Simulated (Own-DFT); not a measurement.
# Computed records: InAs (zincblende, strongly disordered by large displacements), GaP (zincblende, strongly disordered by large displacements)

A calculation, not a measurement: plane-wave PBE density functional theory by an unreviewed code, no spin, of a simulated periodic cell, stress positive in tension, free energy of the whole cell less one offset for each atom, forces on such cells passed a denser k mesh, this cell's mesh not checked; broken bonds can close the gap or carry spin, so checks made on this kind of crystal may not hold here; offsets are fitted by least squares, one for each functional and potential file, so energies compare only between cells with the same atoms and settings and are not formation energies; the far tail of each file's local potential was reset to the Coulomb form; each entry is a single point on an unrelaxed cell, so the pressure reflects the starting lattice, mostly measured values (interpolated for alloys), from which strain is counted, and rises with the displacements; printed positions are rounded, which can move forces by about a meV/angstrom; the program, named Own-DFT, is a retired in-house code; no spin-orbit coupling. Program: Own-DFT development build.

Common to all runs: functional PBE; potential files PseudoDojo norm-conserving, scalar-relativistic, standard set; wave cutoff 42 hartree; occupations Fermi-Dirac; smearing width 0.1 eV; k mesh 3 x 3 x 3 centred on Gamma.

(1) InAs (zincblende, strongly disordered by large displacements)

```xyz
64
Lattice="12.1166 0.0000 0.0000 0.0000 12.1166 0.0000 0.0000 0.0000 12.1166" Properties=species:S:1:pos:R:3 InAs
In    11.9589     0.0487    11.8547
In     0.0332     3.3641     2.9127
In     3.1883    12.0188     2.9435
In     2.9572     2.9787     0.6243
As     1.1172     1.4175     1.2409
As     1.2532     4.4311     4.6140
As     4.3629     1.5079     4.4442
As     4.6296     4.7111     1.3939
In    11.7979    11.9274     5.9519
In     0.1138     2.6449     9.3420
In     2.7283    11.7872     9.1915
In     2.7854     3.0736     6.4142
As     1.4150     1.7305     7.7768
As     1.6599     4.7438    10.4840
As     4.5250     1.7143    10.4573
As     4.8227     4.5383     7.4049
In    12.1069     6.0515    11.8075
In    12.1093     8.9990     2.7109
In     2.8264     5.8521     3.1084
In     3.0260     9.2175     0.0099
As     1.5714     7.0736     1.7027
As     1.4310    10.5815     4.4053
As     4.5958     7.6187     4.6446
As     4.3927    10.5192     1.5331
In     0.2094     5.6921     6.3650
In     0.3184     9.2584     9.1056
In     2.9826     6.0287     8.9825
In     3.1590     8.8981     6.0743
As     1.4909     7.3958     7.5084
As     1.8013    10.7192    11.0202
As     4.5981     7.6420    10.9012
As     4.5091    10.7746     7.9071
In     6.2442     0.2655    11.9092
In     6.1717     2.6645     2.7173
In     8.6742    11.9786     2.9059
In     8.9488     3.2595    12.0794
As     7.5564     1.6271     1.1224
As     7.8582     4.6199     4.4605
As    10.9048     1.4892     4.3726
As    10.5752     4.2919     1.3602
In     5.8390    11.8872     6.0824
In     6.2228     2.6847     9.1637
In     8.9216    11.9783     8.8423
In     9.2431     3.1673     6.1964
As     7.4746     1.6154     7.4352
As     7.7150     4.8315    10.9151
As    10.3947     1.7250    10.3406
As    10.5141     4.6731     7.7147
In     6.1151     6.0094     0.3516
In     6.1985     8.7568     3.5043
In     8.8895     5.8326     2.7787
In     9.2021     8.9721    12.0305
As     7.4531     7.8677     1.8874
As     7.5431    10.9071     4.4730
As    10.8602     7.5521     4.3067
As    10.7551    10.5427     1.4820
In     5.6429     6.2878     6.2890
In     5.7301     9.1660     9.0096
In     9.3924     5.9856     9.1282
In     9.2358     9.0726     6.2352
As     7.7590     7.6900     7.4776
As     7.7851    10.6357    10.2152
As    10.6082     7.8673    10.6375
As    10.9563    10.7160     7.6261
```

Here we set hardware one NVIDIA H200.

The calculation gives: free energy of cell above offsets -0.545 eV; pressure 8.95 GPa; stress xx -8.66 GPa; stress yy -8.21 GPa; stress zz -9.98 GPa; stress yz 2.16 GPa; stress xz 3.66 GPa; stress xy -0.49 GPa; wall time 1307 s.

Force:
```tsv
element	x (eV/Å)	y (eV/Å)	z (eV/Å)
In	-2.215	-0.535	-1.07
In	-0.499	-2.956	-0.828
In	-2.389	0.644	0.631
In	0.276	0.251	-2.407
As	1.721	1.152	2.944
As	3.04	-0.153	0.974
As	0.692	0.888	1.069
As	-3.038	-3.383	3.871
In	3.128	2.373	-3.297
In	0.225	4.88	1.682
In	0.676	3.841	-1.798
In	2.272	1.175	-2.31
As	1.287	-4.949	-2.268
As	-0.976	-3.039	1.553
As	-2.578	-1.439	2.073
As	-2.338	-3.82	3.311
In	-0.349	0.012	1.194
In	1.976	-0.946	1.3
In	3.358	-1.749	2.684
In	1.682	-4.832	2.512
As	-2.757	3.846	-4.019
As	0.753	-0.42	0.51
As	-3.111	-2.113	-1.132
As	3.421	-0.157	-0.043
In	-2.156	1.377	-0.817
In	0.158	-0.666	0.736
In	2.743	0.728	-0.215
In	-2.14	2.474	0.817
As	0.751	2.354	0.521
As	-4.527	1.217	-1.154
As	0.044	-0.698	-1.592
As	-1.444	0.538	-3.068
In	-2.517	-3.125	-2.453
In	-1.703	2.551	3.068
In	4.26	3.204	-3.877
In	1.722	-2.351	-0.568
As	2.786	-1.082	1.645
As	-2.96	-2.102	2.21
As	-2.196	0.762	-0.183
As	0.543	2.929	-0.307
In	-0.071	1.915	-0.685
In	0.609	2.917	0.209
In	2.832	3.426	-2.694
In	-0.205	-1.102	-1.863
As	1.247	-1.39	-1.72
As	-1.617	1.396	-3.286
As	-2.971	-2.355	1.849
As	2.874	-3.371	-1.53
In	2.704	4.044	-2.1
In	-0.203	4.881	0.836
In	2.462	2.099	-1.234
In	-3.114	2.874	2.821
As	3.209	-2.528	-4.938
As	-2.16	-4.049	4.271
As	-1.529	-1.02	1.617
As	-2.233	1.754	-1.266
In	4.371	1.886	-1.09
In	3.172	-2.943	2.149
In	-3.063	3.611	2.997
In	1.987	1.033	-2.555
As	-2.612	-1.638	1.946
As	-3.266	-3.242	4.273
As	2.861	-2.566	-3.032
As	-2.904	-2.314	3.126
```

(2) InAs (zincblende, strongly disordered by large displacements)

```xyz
64
Lattice="12.1166 0.0000 0.0000 0.0000 12.1166 0.0000 0.0000 0.0000 12.1166" Properties=species:S:1:pos:R:3 InAs
In    11.7284    11.5525    11.4186
In     0.4886     2.6208     3.4323
In     2.4315    12.0572     3.0694
In     3.1913     3.2471    11.7491
As     1.7792     1.5189     1.8241
As     1.5358     4.8523     4.4391
As     4.7320     1.7550     4.8294
As     4.9693     4.0974     0.9983
In    11.8686     0.3689     5.8928
In     0.8190     3.7186     8.9219
In     3.1077     0.0041     9.4672
In     3.3190     2.8656     5.9641
As     1.5467     1.2601     7.7800
As     1.6262     4.4055    10.7570
As     4.8150     1.1076    10.1629
As     4.1674     4.0729     8.0015
In     0.2697     5.5758    11.8819
In     0.0486     9.5553     2.2193
In     2.9422     6.1476     3.1048
In     3.1032     9.0699     0.1439
As     1.9872     7.5578     1.8243
As     1.3684    10.5068     4.0724
As     4.6060     7.7791     4.3427
As     5.2770    11.0340     1.3143
In    12.0802     6.3754     5.7854
In     0.7192     9.5395     9.0796
In     3.6672     6.2072     8.8020
In     3.0465     9.3057     5.9822
As     0.7767     7.6091     8.2509
As     1.3866    10.5384    10.8171
As     5.1857     7.7153    10.2383
As     4.8772    10.0164     7.5752
In     6.2291     0.5321     0.3014
In     5.2381     3.4340     2.9883
In     8.7583     0.2168     3.1841
In     9.5726     2.7295     0.2738
As     7.4476     1.7187     1.6709
As     7.8115     4.5169     4.4478
As    10.3408     1.4568     4.8817
As    10.5858     4.5185     1.8851
In     6.0448     0.2876     6.3596
In     5.8490     2.8215     9.0119
In     8.9950     0.1792     8.7391
In     9.0000     3.1522     6.6102
As     7.4759     1.5711     7.5228
As     7.3580     4.5801    10.3521
As    10.2427     1.2008    10.3729
As    10.7051     4.0182     7.5497
In     6.3473     6.0986     0.2416
In     6.2101     9.1696     2.9454
In     9.8486     6.3401     3.0730
In     9.6268     9.0173     0.0001
As     7.7198     7.8258     2.1579
As     6.9210    10.7761     4.7818
As    10.8052     7.7251     4.7400
As    10.4642    10.7848     1.8521
In     5.9058     6.2914     6.3452
In     5.5077     9.6734     9.5814
In     9.0024     5.7457     9.0323
In     9.3946     9.4192     5.8099
As     8.1227     8.5123     7.2955
As     7.2792    11.0819    10.7523
As    10.8093     7.6477    10.5076
As    10.5293    10.2906     7.9502
```

Settings of this run: hardware one NVIDIA H200.

Results for InAs (zincblende, strongly disordered by large displacements): free energy of cell above offsets 33.807 eV; pressure 15.06 GPa; stress xx -13.61 GPa; stress yy -16.16 GPa; stress zz -15.41 GPa; stress yz -0.09 GPa; stress xz -2.68 GPa; stress xy 1.62 GPa; wall time 1258 s.

Force:
```tsv
element	x (eV/Å)	y (eV/Å)	z (eV/Å)
In	-6.912	4.172	3.164
In	-2.776	2.048	1.453
In	7.323	-0.459	0.962
In	2.96	-4.909	1.917
As	-0.936	5.182	-7.672
As	-1.002	-2.938	2.437
As	3.542	-4.242	-5.27
As	-0.336	3.096	-5.949
In	5.853	-5.063	4.356
In	-3.412	-3.923	-7.428
In	-5.364	-3.728	-2.933
In	-6.535	3.899	3.825
As	-0.168	0.876	-0.959
As	4.06	1.555	-0.251
As	3.502	1.845	5.396
As	-1.443	0.266	-2.187
In	-6.429	5.792	5.623
In	5.548	-5.795	1.123
In	5.481	-3.358	2.83
In	2.01	0.521	-0.27
As	-4.919	4.682	-5.556
As	-2.669	-4.584	6.315
As	-0.638	-0.971	1.104
As	-5.865	-6.999	4.021
In	4.232	-4.651	5.012
In	-2.996	3.206	-4.004
In	-1.54	3.097	0.671
In	-1.04	-0.685	-0.7
As	1.695	-9.26	-4.291
As	9.527	0.625	4.966
As	-1.858	-9.138	4.546
As	-1.974	2.97	-7.333
In	-0.077	2.729	-6.961
In	2.646	-2.272	7.902
In	-0.504	-0.97	1.036
In	-1.325	0.302	-0.244
As	3.459	4.807	3.416
As	-0.667	0.437	0.534
As	-4.697	4.433	-4.184
As	2.731	-2.934	-2.378
In	-3.089	-2.935	-0.816
In	3.548	1.752	0.299
In	-1.166	-3.523	-0.612
In	-4.951	-1.083	-5.606
As	0.792	1.844	1.943
As	-0.519	-1.205	1.736
As	2.905	2.478	2.649
As	6.435	4.863	3.496
In	0.802	1.489	-0.361
In	-4.382	4.202	1.497
In	-3.383	1.034	0.456
In	-2.598	0.941	1.382
As	5.133	-4.955	-4.069
As	2.736	-0.508	-1.071
As	-2.233	5.43	-3.882
As	-5.608	4.196	-2.584
In	1.156	-0.015	-0.545
In	3.808	7.033	4.223
In	1.76	1.833	-1.281
In	2.341	3.645	-4.999
As	-4.93	-4.031	6.236
As	2.032	-1.133	-0.933
As	1.028	-2.016	-1.16
As	-0.1	1.006	-0.039
```

(3) InAs (zincblende, strongly disordered by large displacements)

```xyz
64
Lattice="12.1166 0.0000 0.0000 0.0000 12.1166 0.0000 0.0000 0.0000 12.1166" Properties=species:S:1:pos:R:3 InAs
In    11.7218    12.0910    11.9784
In    11.9395     3.3761     3.2590
In     2.7521     0.3256     2.9443
In     3.0808     3.4600    12.0548
As     1.6810     1.2668     1.1680
As     1.3013     4.3311     4.3501
As     4.3426     1.4007     4.6860
As     4.6375     4.0755     1.2987
In     0.0486     0.1618     5.9994
In    11.8003     3.1619     9.2705
In     2.6496    11.8505     9.1332
In     2.6851     2.8642     6.3366
As     1.5089     1.5075     7.5536
As     1.6762     4.6477    10.5531
As     4.3186     1.4313    10.7205
As     4.4273     4.3002     7.5780
In     0.0960     5.7494    11.5948
In     0.1474     9.2021     2.7293
In     3.0772     6.2617     2.8866
In     2.9523     9.1531    11.6730
As     1.5083     7.4542     1.5616
As     1.2210    10.7586     4.5899
As     4.6411     7.5584     4.3840
As     4.4360    10.5979     1.4753
In    12.0486     5.9103     6.0672
In     0.6713     8.8964     9.1590
In     3.0854     5.8675     9.1070
In     3.1791     9.2608     5.8312
As     1.4486     7.3614     7.4179
As     1.6209    10.2761    10.7050
As     4.6109     7.8995    10.5082
As     4.4816    10.8682     7.5523
In     5.9596     0.2709    12.0983
In     6.1885     3.3228     2.7152
In     9.1878    11.8842     3.1472
In     9.1874     3.1336    11.9805
As     7.7272     1.4708     1.9029
As     7.4258     4.6012     4.3715
As    10.5266     1.2263     4.5405
As    10.4211     4.5323     1.5926
In     5.7768    12.0543     5.9262
In     5.9152     2.9914     8.8900
In     9.0773     0.0393     9.1497
In     9.0876     3.1016     6.1080
As     7.4401     1.3590     7.6752
As     7.4086     4.7335    10.5366
As    10.2468     1.2886    10.5406
As    10.6668     4.4918     7.9765
In     6.2858     5.9792    11.8513
In     5.9660     9.0103     3.2356
In     8.6815     5.7025     2.8449
In     9.0562     9.3154     0.1663
As     7.2453     7.6818     1.4001
As     7.5952    10.4752     4.5316
As    10.4972     7.7590     4.7809
As    10.5572    10.6012     1.3711
In     6.1023     6.2273     5.9568
In     5.6155     8.9110     8.7714
In     9.2450     6.1259     9.3705
In     8.7080     9.2643     5.8438
As     7.5629     7.5268     7.6738
As     7.4385    10.6542    10.2213
As    10.4916     7.8228    10.3838
As    10.7932    10.3549     7.2928
```

Settings of this run: hardware one NVIDIA H200.

It finds free energy of cell above offsets 4.376 eV; pressure 10.09 GPa; stress xx -10.92 GPa; stress yy -8.81 GPa; stress zz -10.52 GPa; stress yz 1.08 GPa; stress xz -3.01 GPa; stress xy 1 GPa; wall time 1162 s.

Force:
```tsv
element	x (eV/Å)	y (eV/Å)	z (eV/Å)
In	2.869	0.573	0.232
In	-6.903	-6.281	-5.307
In	1.91	-2.79	2.825
In	-3.666	-4.655	-2.564
As	-2.778	2.712	-3.163
As	8.077	5.083	5.991
As	-0.706	2.476	-1.543
As	1.368	5.561	1.617
In	-1.142	-0.165	2.121
In	4.034	-5.062	3.26
In	1.366	1.955	-0.457
In	3.838	3.714	-4.699
As	-4.363	-3.367	5.034
As	1.016	-3.802	-2.512
As	-0.999	1.292	-1.884
As	-0.419	2.329	-1.958
In	-5.388	4.531	4.247
In	-0.698	-0.219	1.802
In	0.931	-2.449	0.549
In	8.536	-6.732	9.649
As	-1.085	0.553	-3.098
As	2.398	-1.801	-2.075
As	-2.61	-1.827	2.554
As	0.045	0.093	0.275
In	-1.186	-0.009	-0.716
In	-3.835	-1.663	-2.797
In	1.593	2.78	-1.977
In	-1.224	-0.059	0.334
As	2.51	0.042	-0.234
As	-9.397	9.977	-3.298
As	-0.761	-4.894	2.485
As	-1.255	-1.877	0.959
In	1.638	-1.666	1.312
In	1.546	-3.343	2.94
In	-0.64	-0.251	-0.901
In	-1.492	-0.449	0.821
As	-0.371	0.138	-2.242
As	-1.213	-1.611	4.508
As	0.243	3.324	0.241
As	1.811	0.296	-1.826
In	2.86	0.373	-0.392
In	0.845	-1.507	2.257
In	-1.612	-3.77	-4.791
In	-0.484	-0.946	0.178
As	0.355	0.54	-1.603
As	4.177	-5.733	-4.798
As	3.187	4.302	2.306
As	-3.495	3.743	-5.179
In	-4.957	4.745	4.9
In	1.352	2.971	-3.44
In	1.917	4.644	-1.889
In	-3.087	-2.236	-2.964
As	1.34	-0.439	0.276
As	-5.368	5.286	-4.539
As	0.577	-1.198	-1.59
As	1.298	0.455	2.608
In	-0.047	-1.037	1.139
In	2.94	2.249	-2.91
In	-1.768	-1.16	-1.516
In	5.056	-5.319	6.628
As	0.114	0.317	-0.54
As	-0.911	-1.002	1.993
As	2.398	1.653	2.049
As	-0.281	0.613	1.313
```

(4) GaP (zincblende, strongly disordered by large displacements)

```xyz
64
Lattice="10.9010 0.0000 0.0000 0.0000 10.9010 0.0000 0.0000 0.0000 10.9010" Properties=species:S:1:pos:R:3 GaP
Ga    10.8016     0.2081    10.8443
Ga    10.7087     2.7825     2.7878
Ga     2.7571    10.8837     2.5995
Ga     2.6988     2.4872    10.9006
P      1.2034     1.2830     1.1067
P      1.3688     3.9278     4.0178
P      4.4196     1.4587     4.1182
P      4.1053     3.9611     1.3048
Ga    10.6459    10.8458     5.4330
Ga    10.7306     2.6731     7.8069
Ga     2.4037     0.0757     8.3218
Ga     2.7962     2.9856     5.4665
P      1.2292     1.2910     6.8411
P      1.3941     4.1870     9.4361
P      3.6212     1.3417     9.1780
P      4.1009     4.0282     6.6751
Ga    10.5174     5.7495     0.1387
Ga    10.7268     8.3585     2.6198
Ga     2.8241     5.7000     2.7072
Ga     2.9132     7.9630     0.0315
P      0.8405     6.8461     1.2596
P      1.2517     9.4908     3.8757
P      4.3389     6.4817     4.0967
P      4.1014     9.3447     1.0259
Ga    10.8518     5.3587     5.2553
Ga     0.2792     7.9419     8.2989
Ga     2.8143     5.5551     8.1140
Ga     3.0389     8.1947     5.9212
P      1.2224     6.7439     6.6652
P      1.5074     9.3638     9.3119
P      4.2741     6.9242     9.6845
P      4.1073     9.3998     7.1856
Ga     5.3703    10.6484     0.0987
Ga     5.6198     2.7455     2.6290
Ga     7.9146     0.3575     2.5935
Ga     8.1554     2.6024     0.1827
P      6.8067     1.1408     1.3802
P      6.8913     4.0959     4.4455
P      9.5538     1.1798     4.2323
P      9.6042     4.0548     1.3107
Ga     5.3423    10.8351     5.4127
Ga     5.3823     2.8167     8.1889
Ga     8.0869    10.8414     8.1624
Ga     8.1153     2.6609     5.2487
P      6.8770     1.1515     6.8285
P      6.8536     3.7250     9.4326
P      9.7848     0.9859     9.5712
P      9.6306     4.2909     6.9514
Ga     5.6936     5.2996    10.6849
Ga     5.6060     8.0865     2.6441
Ga     8.3041     5.6908     2.8749
Ga     8.3302     8.1930    10.5694
P      7.0693     6.8136     1.5793
P      6.7957     9.2733     4.1137
P      9.3042     6.9882     4.1070
P      9.4907     9.4588     1.5350
Ga     5.6994     5.4538     5.3953
Ga     5.6770     8.0715     8.0168
Ga     8.0944     5.5803     8.4710
Ga     8.2994     8.3112     5.8109
P      6.9244     7.0879     6.8948
P      6.8401     9.8016     9.3701
P      9.6789     7.2349     9.8249
P      9.7857     9.5691     6.7664
```

It was run with hardware one NVIDIA H100.

Results for GaP (zincblende, strongly disordered by large displacements): free energy of cell above offsets 0.886 eV; pressure 10.9 GPa; stress xx -11.82 GPa; stress yy -10.29 GPa; stress zz -10.6 GPa; stress yz 0.76 GPa; stress xz -3.97 GPa; stress xy 1.4 GPa; wall time 592.9 s.

Force:
```tsv
element	x (eV/Å)	y (eV/Å)	z (eV/Å)
Ga	4.81	-8.92	7.131
Ga	1.267	-1.898	0
Ga	-0.246	0.161	0.136
Ga	-0.206	2.32	-0.739
P	2.319	1.658	4.384
P	0.071	1.747	-0.684
P	-2.976	0.143	-0.816
P	0.206	0.769	-0.369
Ga	5.405	-0.252	-0.677
Ga	1.124	-0.292	3.238
Ga	-1.956	-2.991	-3.871
Ga	-1.876	-3.875	-1.657
P	0.748	0.054	-2.849
P	-0.745	-0.318	0.705
P	6.492	3.99	3.92
P	2.671	3.329	2.702
Ga	0.008	-5.825	-2.599
Ga	2.451	-3.225	3.184
Ga	-1.938	-2.022	-1.302
Ga	-4.996	-0.525	-0.857
P	6.818	2.653	3.555
P	1.868	0.91	2.165
P	-1.157	3.727	-0.301
P	-0.404	0.203	5.743
Ga	-0.366	0.585	-0.161
Ga	-1.139	0.262	-1.952
Ga	-0.364	-0.458	0.364
Ga	-3.048	-2.807	-3.899
P	1.915	-0.171	-0.166
P	-0.271	-0.717	4.109
P	1.823	-2.64	-2.935
P	1.098	4.009	0.229
Ga	1.794	2.965	-3.234
Ga	-0.308	0.985	0.712
Ga	8.529	-7.87	9.127
Ga	1.062	-0.6	-1.33
P	-7.408	5.778	-7.839
P	0.821	-0.247	-5.612
P	-2.969	3.669	-4.174
P	-2.036	0.465	0.691
Ga	1.221	-1.945	1.098
Ga	-1.752	-2.828	-2.153
Ga	4.715	1.552	-1.7
Ga	2.174	-2.279	3.527
P	-1.373	2.396	-1.294
P	1.928	1.903	1.542
P	-8.712	7.363	-9.523
P	-2.474	0.797	-1.247
Ga	-0.819	0.4	2.075
Ga	-1.741	-0.098	0.281
Ga	-0.758	-4.743	-0.603
Ga	-9.855	7.756	6.936
P	-1.444	0.053	-4.966
P	0.339	2.681	0.8
P	3.698	1.372	2.803
P	-4.375	4.977	-4.596
Ga	-1.457	1.231	3.581
Ga	-4.049	3.699	5.414
Ga	1.072	-0.113	-0.952
Ga	0.255	0.481	-2.964
P	2.53	-6.468	-2.467
P	-2.47	-4.313	3.25
P	6.102	-6.383	-7.462
P	-1.645	-2.218	4.548
```
